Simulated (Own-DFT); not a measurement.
# One trend across several semiconductors

The numbers are computed, not measured, by runs of the plane-wave DFT program Own-DFT (in-house, retired, unreviewed) at fixed positions, with no spin and no spin-orbit coupling.

Limits (not all hold for every row): forces not confirmed at this smearing and k mesh; k mesh not checked against a denser one; forces on such cells passed a denser k mesh, each cell not checked; stress not checked against mesh or cutoff.

All runs are PBE with PseudoDojo norm-conserving files; cutoff and k mesh are each material's own. Every cell starts from measured lattice constants and was given uniform random strains and small random moves of its atoms. Each triple is the change of volume in per cent, the rms move u in Å and the pressure in GPa.

- 4H SiC (C36Si36), 10.36 Å³/atom unstrained: (-2.03, 0.051, 10.27); (-1.10, 0.049, 7.79); (-0.95, 0.046, 7.60); (0.71, 0.050, 3.51); (1.64, 0.047, 1.87); (2.70, 0.048, -0.57); (2.81, 0.051, -0.48)
- wurtzite AlN (Al36N36), 10.45 Å³/atom unstrained: (-1.60, 0.045, 8.94); (-1.11, 0.049, 7.99); (-0.61, 0.051, 6.71); (-0.22, 0.053, 5.49); (0.56, 0.049, 4.29); (1.75, 0.043, 2.05); (2.89, 0.052, 0.15)
- wurtzite GaN (Ga36N36), 11.42 Å³/atom unstrained: (-2.90, 0.048, 14.03); (-1.52, 0.054, 11.73); (1.33, 0.053, 5.17); (1.70, 0.045, 4.31); (1.92, 0.054, 4.56); (1.94, 0.054, 4.33); (2.81, 0.048, 2.55)
- diamond silicon (Si64), 20.02 Å³/atom unstrained: (-3.58, 0.045, 6.42); (-2.58, 0.052, 5.54); (-1.92, 0.055, 4.69); (-0.52, 0.053, 3.15); (1.63, 0.052, 1.26); (2.39, 0.049, 0.38); (2.98, 0.051, 0.09)
- zincblende GaP (Ga32P32), 20.24 Å³/atom unstrained: withheld
- zincblende GaAs (As32Ga32), 22.58 Å³/atom unstrained: (-3.06, 0.050, 6.98); (-1.88, 0.050, 5.62); (-1.30, 0.047, 5.07); (-1.10, 0.047, 4.77); (-0.95, 0.053, 4.91); (0.42, 0.048, 3.95); (1.79, 0.051, 2.69)
- zincblende InP (In48P48), 25.27 Å³/atom unstrained: (-2.49, 0.047, 5.64); (-2.35, 0.052, 5.57); (-2.09, 0.050, 5.36); (-1.19, 0.046, 4.71); (-0.70, 0.052, 4.33); (0.91, 0.050, 2.98); (1.72, 0.051, 2.48)

## Fit

Fit a line to each set against the fractional change of volume; B is minus its slope, and u is nearly the same within a set. To take it to zero pressure, assume that B rises by 4 GPa for each GPa: B0 = B - 4 x (mean pressure). The bond length of an ideal tetrahedral crystal with the unstrained volume v is d = (√3/4)(8 v)^(1/3). Cohen's empirical rule reads B0 = (1971 - 220 L) d^(-3.5) GPa, with L = 0 for group IV crystals and SiC and 1 for III-V compounds.

```
material,L,d (Å),B (GPa),mean P (GPa),B0 (GPa),rule (GPa)
4H SiC (C36Si36),0,1.888,222 ± 5,4.3,205 ± 5,213
wurtzite AlN (Al36N36),1,1.893,196 ± 8,5.1,176 ± 8,188
wurtzite GaN (Ga36N36),1,1.950,206 ± 6,6.7,180 ± 6,169
diamond silicon (Si64),0,2.352,99 ± 2,3.1,86 ± 2,99
zincblende GaP (Ga32P32),1,2.360,?,?,?,87
zincblende GaAs (As32Ga32),1,2.448,84 ± 6,4.9,64 ± 6,76
zincblende InP (In48P48),1,2.541,77 ± 1,4.4,59 ± 1,67
```

A line through ln[B0/(1971 - 220 L)] against ln d has a slope of -4.0 ± 0.2 and a scatter of 6 %. Against the rule, B0 stands at 96 % for 4H SiC, 94 % for wurtzite AlN, 106 % for wurtzite GaN, 87 % for diamond silicon, 84 % for zincblende GaAs, 88 % for zincblende InP. PBE tends to make silicon and heavier crystals too soft, and the rule itself is only a guide.

## Test on the hidden row

Q: what B0 does the fitted trend give for zincblende GaP (Ga32P32)?

Estimate: 77 GPa. Its own runs give B = 86 ± 2 GPa at a mean pressure of 2.6 GPa, so B0 = 76 GPa.
